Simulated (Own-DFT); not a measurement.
AlGa₃N₄ (wurtzite random alloy, strained, atoms displaced) (calculated)

All values are calculated (Own-DFT development build). A calculation, not a measurement: plane-wave PBE density functional theory by an unreviewed code, no spin, of a simulated periodic cell, stress positive in tension, free energy of the whole cell less one offset for each atom, forces on such cells passed a denser k mesh, this cell's mesh not checked; offsets are fitted by least squares, one for each functional and potential file, so energies compare only between cells with the same atoms and settings and are not formation energies; the far tail of each file's local potential was reset to the Coulomb form; each entry is a single point on an unrelaxed cell, so the pressure reflects the starting lattice, mostly measured values, from which strain is counted, and rises with the displacements; printed positions are rounded, which can move forces by about a meV/angstrom; the program is a retired in-house code; no spin-orbit coupling.

```xyz
72
Lattice="9.2240 0.0000 0.0000 -4.6120 7.9882 0.0000 0.0000 0.0000 10.2685" Properties=species:S:1:pos:R:3:force_x:R:1:force_y:R:1:force_z:R:1 formula=AlGa3N4 functional=PBE potential_files=PseudoDojo_norm-conserving,scalar-relativistic,standard_set_with_the_stringent_files_for_Ga wave_cutoff=96 occupations=Gaussian smearing_width=0.01 k_mesh=4_x_4_x_3_centred_on_Gamma free_energy_of_cell_above_offsets=-4.487 pressure=21.46 stress_xx=-24.93 stress_yy=-26.7 stress_zz=-12.74 stress_yz=0.21 stress_xz=0.22 stress_xy=2.54
Ga    -0.0356     1.7542    10.2566     -0.543      -0.33      0.644
Al     1.5331     0.9281     2.6657      0.381     -0.419     -2.284
N     -0.0608     1.7584     1.9496      2.712       0.11       0.02
N      1.5496     0.8964     4.5371       0.13      1.755     -1.165
Ga    -0.0279     1.7426     5.1729     -0.044      0.911     -0.485
Al     1.4523     0.9617     7.5805      3.064     -1.987      2.514
N      0.0110     1.7940     7.0634     -1.426     -1.524     -0.944
N      1.4931     0.9063     9.6408      1.095      0.482      -1.84
Ga    -1.5206     4.4441    10.1874     -0.991     -0.795      2.284
Ga     0.0738     3.5317     2.6061      -2.23       0.25     -0.651
N     -1.5569     4.4196     1.9337      0.911     -0.137      0.029
N     -0.0262     3.6187     4.5122      0.364     -2.039     -0.371
Ga    -1.5129     4.4785     5.1202     -1.419     -0.024      1.481
Ga     0.0291     3.4839     7.6773      0.409      1.426      1.621
N     -1.4538     4.3905     7.1415     -2.908     -0.222      -1.32
N     -0.0892     3.4925     9.6126      2.776      0.813     -0.104
Ga    -3.0252     7.1232     0.0073     -0.226       0.66      0.165
Ga    -1.5290     6.1885     2.6063     -0.673     -0.142     -0.052
N     -3.0326     7.1484     1.9128     -0.297      0.799      1.125
N     -1.6473     6.2591     4.5863      2.094     -0.479     -1.586
Ga    -3.1021     7.1716     5.1421     -1.967     -1.715      0.961
Ga    -1.5609     6.1557     7.7545      0.854       0.94     -0.049
N     -3.0238     7.1141     7.0735     -1.582      0.814      0.302
N     -1.5213     6.1909     9.6938     -0.055      0.854     -1.331
Al     3.0510     1.8071     0.0214     -1.024     -0.914     -0.101
Ga     4.5880     0.8988     2.6547      0.016      0.298     -4.452
N      3.0907     1.7755     1.8415     -1.665      1.202       2.85
N      4.6939     0.9368     4.3840     -1.092     -0.306      4.752
Ga     3.1199     1.8805     5.0753      0.237     -1.511      1.233
Ga     4.5536     0.9629     7.6670      1.122     -2.419       1.55
N      3.1148     1.8698     7.1127     -2.799     -2.851     -2.675
N      4.4905     0.8895     9.6813      1.527      1.119     -1.404
Al     1.5053     4.4408    10.2511     -0.163     -1.362      0.246
Al     3.0621     3.6283     2.6609      0.722     -0.869     -2.427
N      1.5130     4.4336     1.9219      1.647      0.084     -0.738
N      3.0416     3.6160     4.5063      0.093      0.613     -0.694
Ga     1.4504     4.5085     5.1214      1.463     -0.095      1.388
Ga     3.0639     3.5386     7.6673     -1.127      1.236      2.878
N      1.5419     4.4179     7.0915     -0.126      0.931     -1.019
N      3.0357     3.4879     9.6969     -0.228      2.115     -0.854
Ga    -0.0196     7.1528     0.0216      0.445     -0.875      0.307
Ga     1.5117     6.2371     2.5173     -0.066     -0.004      0.625
N     -0.0508     7.1248     1.9434       0.81     -0.232      0.016
N      1.5413     6.2763     4.5045     -1.744     -0.891     -1.019
Ga    -0.0317     7.1039     5.1424     -0.204      0.758      0.513
Ga     1.5638     6.2178     7.7920     -0.706      -0.62     -1.198
N      0.0587     7.0638     7.0773     -1.185      1.136     -0.179
N      1.5137     6.1555     9.6117      1.066      0.795      2.497
Al     6.0927     1.7469    10.2221     -0.853      0.609      1.064
Ga     7.7176     0.9353     2.6113     -2.423     -1.567     -0.583
N      6.0858     1.7702     1.8411       1.15     -0.581      0.519
N      7.6550     0.8325     4.5326      1.386     -0.485     -0.143
Ga     6.2327     1.7890     5.1246     -1.515     -0.106       1.04
Ga     7.6457     0.8425     7.7432       0.44      1.769     -0.354
N      6.1458     1.7996     7.0782      0.142     -0.986     -0.951
N      7.5663     0.9281     9.5687      0.823     -1.823      2.202
Ga     4.6406     4.4849     0.0072     -1.261      -0.68     -0.048
Ga     6.1086     3.5474     2.5907      1.834     -1.201     -0.281
N      4.6958     4.4291     1.9204     -3.144     -0.942     -0.094
N      6.1810     3.5100     4.5061     -0.482      1.396      0.216
Ga     4.6360     4.4534     5.2287      0.115      0.211     -0.855
Al     6.1679     3.4431     7.6991      0.145       2.92      1.532
N      4.5652     4.3634     7.1360      2.992      0.989     -0.421
N      6.1204     3.5444     9.7203       0.25      -1.07     -2.749
Al     3.1406     7.0552     0.0219     -2.604      1.543      0.689
Ga     4.6674     6.1475     2.4579      0.813      1.391      2.245
N      3.1285     7.0013     2.0016     -1.121      2.198     -2.443
N      4.5342     6.1831     4.4599     -0.077      1.174      1.001
Al     2.9327     7.0861     5.1366      3.615      0.156      1.012
Ga     4.5107     6.1812     7.7030      3.152      -0.14      0.782
N      3.0886     7.1278     7.1815     -1.252     -0.771     -3.644
N      4.6063     6.3062     9.6651      0.424      -1.34     -0.796
```

Units: wave_cutoff in hartree; smearing_width, free_energy_of_cell_above_offsets in eV; pressure, stress_xx, stress_yy, stress_zz, stress_yz, stress_xz, stress_xy in GPa; force_x, force_y, force_z in eV/Å.
